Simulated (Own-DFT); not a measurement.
# What a change of functional does to the pressure

All numbers below are calculated, not measured. They come from Own-DFT, an in-house plane-wave density functional program, since retired, whose code no person has reviewed. Each row is one single-point run on a periodic cell that was not relaxed, without spin or spin-orbit coupling.

Known limits: forces on such cells failed a check on a denser k mesh; stress not checked against mesh or cutoff.

Each cell was run twice at the same cutoff, k mesh and smearing, with PBE and with PBEsol, on PseudoDojo norm-conserving files made for PBE. Atoms were moved at random from their sites; u is the rms move along one axis. Files made for PBEsol would give a somewhat different change.

| cell | atoms | volume (Å³/atom) | u (Å) | cutoff (hartree) | P with PBE (GPa) | P with PBEsol (GPa) | change (GPa) |
|---|---|---|---|---|---|---|---|
| C11b WSi2 (Si20W10) | 30 | 13.44 | 0.044 | 50 | 5.72 | 1.63 | -4.09 |
| C11b WSi2 (Si20W10) | 30 | 13.44 | 0.017 | 50 | 4.45 | 0.36 | -4.09 |
| C11b WSi2 (Si20W10) | 30 | 13.44 | 0.159 | 50 | 23.17 | 19.05 | -4.12 |
| C40 NbSi2 with two Si on a Nb site each (Nb10Si26) | 36 | 14.64 | 0.050 | 42 | 2.15 | -1.21 | -3.36 |
| C40 NbSi2 with two Si on a Nb site each (Nb10Si26) | 36 | 14.64 | 0.078 | 42 | 4.13 | 0.76 | -3.37 |
| C40 NbSi2 with two Si on a Nb site each (Nb10Si26) | 36 | 14.64 | 0.078 | 42 | 4.27 | ? | ? |
| D0_22 TiAl3 (Al30Ti10) | 40 | 15.39 | 0.053 | 42 | 4.88 | 2.94 | -1.94 |
| D0_22 TiAl3 (Al30Ti10) | 40 | 15.44 | 0.048 | 42 | 4.24 | 2.31 | -1.93 |
| D0_22 TiAl3 (Al30Ti10) | 40 | 15.63 | 0.151 | 42 | 9.11 | 7.20 | -1.91 |
| L1_0 TiAl (Al16Ti16) | 32 | 15.37 | 0.050 | 42 | 7.75 | 4.70 | -3.05 |
| L1_0 TiAl (Al16Ti16) | 32 | 16.39 | 0.047 | 42 | -0.24 | -3.00 | -2.76 |
| L1_0 TiAl (Al16Ti16) | 32 | 16.06 | 0.049 | 42 | 1.71 | -1.13 | -2.84 |

## Worked reading

Mean change of pressure by composition, in GPa: Si2W, -4.10; Nb5Si13, -3.37; AlTi, -2.88; Al3Ti, -1.93. At a fixed cell PBEsol gives the lower pressure, because it favours a smaller volume than PBE. Here the change varies more between materials than between cells of one material.

## Withheld value

Question: what PBEsol pressure should the Nb10Si26 cell with the blank give?

Adding the mean change of the cells with its composition, -3.37 GPa, to 4.27 gives 0.9 GPa. The calculation gave 0.90 GPa.
